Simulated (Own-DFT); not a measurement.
# Which defects push the lattice out? C40 NbSi2

No measurement is shown. These are fixed-geometry runs of a retired plane-wave code named Own-DFT, which no person has reviewed; spin and spin-orbit coupling are neglected.

Method: PBE; PseudoDojo norm-conserving scalar-relativistic files; cutoff 42 hartree; 4 x 4 x 5 k mesh centred on Gamma; cold (Marzari-Vanderbilt) smearing of 0.2 eV.

Keep in mind: forces on such cells failed a check on a denser k mesh; stress not checked against mesh or cutoff.

All runs share one cell, with vectors in Å (0.000, 8.324, 0.000); (-9.613, 0.000, 0.000); (0.000, 0.000, 6.586) and a volume of 527.0 Å³. u is the rms random offset of the atoms per axis. The defect's site can differ from row to row.

| cell | formula | u (Å) | P (GPa) |
|---|---|---|---|
| no defect | Nb12Si24 | 0.0192 | 1.50 |
| no defect | Nb12Si24 | 0.0528 | 2.66 |
| no defect | Nb12Si24 | 0.0529 | 3.00 |
| one Si vacancy | Nb12Si23 | 0.0301 | 1.03 |
| one Si vacancy | Nb12Si23 | 0.0426 | 1.37 |
| one Si vacancy | Nb12Si23 | 0.0498 | 1.84 |
| two Si on a Nb site each | Nb10Si26 | 0.0318 | 1.89 |
| two Si on a Nb site each | Nb10Si26 | 0.0336 | 1.87 |
| two Si on a Nb site each | Nb10Si26 | 0.0502 | 2.13 |
| two Nb on a Si site each | Nb14Si22 | 0.0289 | ? |
| two Nb on a Si site each | Nb14Si22 | 0.0309 | 7.50 |
| two Nb on a Si site each | Nb14Si22 | 0.0518 | 8.47 |
| two Nb on a Si site each | Nb14Si22 | 0.0541 | 8.43 |

## Worked fit

P = P0 + c u² + a shift for each defect gives P0 = 1.45 GPa, c = 473 ± 61 GPa/Å² and a scatter of 0.18 GPa. The shifts, and each times the cell's volume:

- two Nb on a Si site each: 5.65 ± 0.15 GPa, 18.6 eV (9.3 eV for each of its 2 sites)
- two Si on a Nb site each: -0.22 ± 0.15 GPa, -0.7 eV (-0.4 eV for each of its 2 sites) (not resolved)
- one Si vacancy: -0.86 ± 0.15 GPa, -2.8 eV

Positive is outwards. The product with the volume (160.2 GPa Å³ to the eV) is nearly free of the cell's size; divided by the bulk modulus at the cell's pressure it gives the volume that the defect adds. The atoms around the defects weren't relaxed, which would change these numbers.

## Withheld run

Question: what pressure belongs in the blank (two Nb on a Si site each, u = 0.0289 Å)?

The fitted form gives 7.49 ± 0.23 GPa. The run itself gave 7.68 GPa.
